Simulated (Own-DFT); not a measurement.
# What a defect does to the pressure of its cell: C40 NbSi2

Calculated, not measured: single-point runs of Own-DFT, a retired in-house plane-wave DFT program that no person has reviewed, on unrelaxed cells, without spin or spin-orbit coupling.

Common settings: PBE; PseudoDojo norm-conserving scalar-relativistic files; cutoff 42 hartree; 4 x 4 x 5 k mesh centred on Gamma; cold (Marzari-Vanderbilt) smearing of 0.2 eV.

Keep in mind: forces on such cells failed a check on a denser k mesh; stress not checked against mesh or cutoff.

All runs share one cell, with vectors in Å (0.000, 8.324, 0.000); (-9.613, 0.000, 0.000); (0.000, 0.000, 6.586) and a volume of 527.0 Å³. u is the rms random offset of the atoms per axis. The defect's site can differ from row to row.

| cell | formula | u (Å) | P (GPa) |
|---|---|---|---|
| no defect | Nb12Si24 | 0.0223 | 1.51 |
| no defect | Nb12Si24 | 0.0487 | 2.58 |
| no defect | Nb12Si24 | 0.0526 | 2.76 |
| two Nb vacancies | Nb10Si24 | 0.0325 | -0.24 |
| two Nb vacancies | Nb10Si24 | 0.0330 | ? |
| two Nb vacancies | Nb10Si24 | 0.0485 | 0.56 |
| two Nb vacancies | Nb10Si24 | 0.0519 | 0.94 |
| two Nb on a Si site each | Nb14Si22 | 0.0308 | 7.42 |
| two Nb on a Si site each | Nb14Si22 | 0.0318 | 7.53 |
| two Nb on a Si site each | Nb14Si22 | 0.0492 | 8.57 |
| two Si on a Nb site each | Nb10Si26 | 0.0289 | 1.67 |
| two Si on a Nb site each | Nb10Si26 | 0.0464 | 2.51 |
| two Si on a Nb site each | Nb10Si26 | 0.0499 | 2.70 |
| one Si vacancy | Nb12Si23 | 0.0264 | 0.82 |
| one Si vacancy | Nb12Si23 | 0.0285 | 1.01 |
| one Si vacancy | Nb12Si23 | 0.0490 | 1.63 |

## What the rows give

P = P0 + c u² + a shift for each defect gives P0 = 1.16 GPa, c = 600 ± 39 GPa/Å² and a scatter of 0.12 GPa. The shifts, and each times the cell's volume:

- two Nb on a Si site each: 5.81 ± 0.10 GPa, 19.1 eV (9.6 eV for each of its 2 sites)
- two Si on a Nb site each: 0.04 ± 0.10 GPa, 0.1 eV (0.1 eV for each of its 2 sites) (not resolved)
- one Si vacancy: -0.79 ± 0.10 GPa, -2.6 eV
- two Nb vacancies: -1.96 ± 0.10 GPa, -6.4 eV (-3.2 eV for each of its 2 sites)

Positive is outwards. The product with the volume (160.2 GPa Å³ to the eV) is nearly free of the cell's size; divided by the bulk modulus at the cell's pressure it gives the volume that the defect adds. The atoms around the defects weren't relaxed, which would change these numbers.

## Withheld run

Asked: what pressure belongs in the blank (two Nb vacancies, u = 0.0330 Å)?

From the fit: -0.15 ± 0.14 GPa. The calculation gave -0.21 GPa.
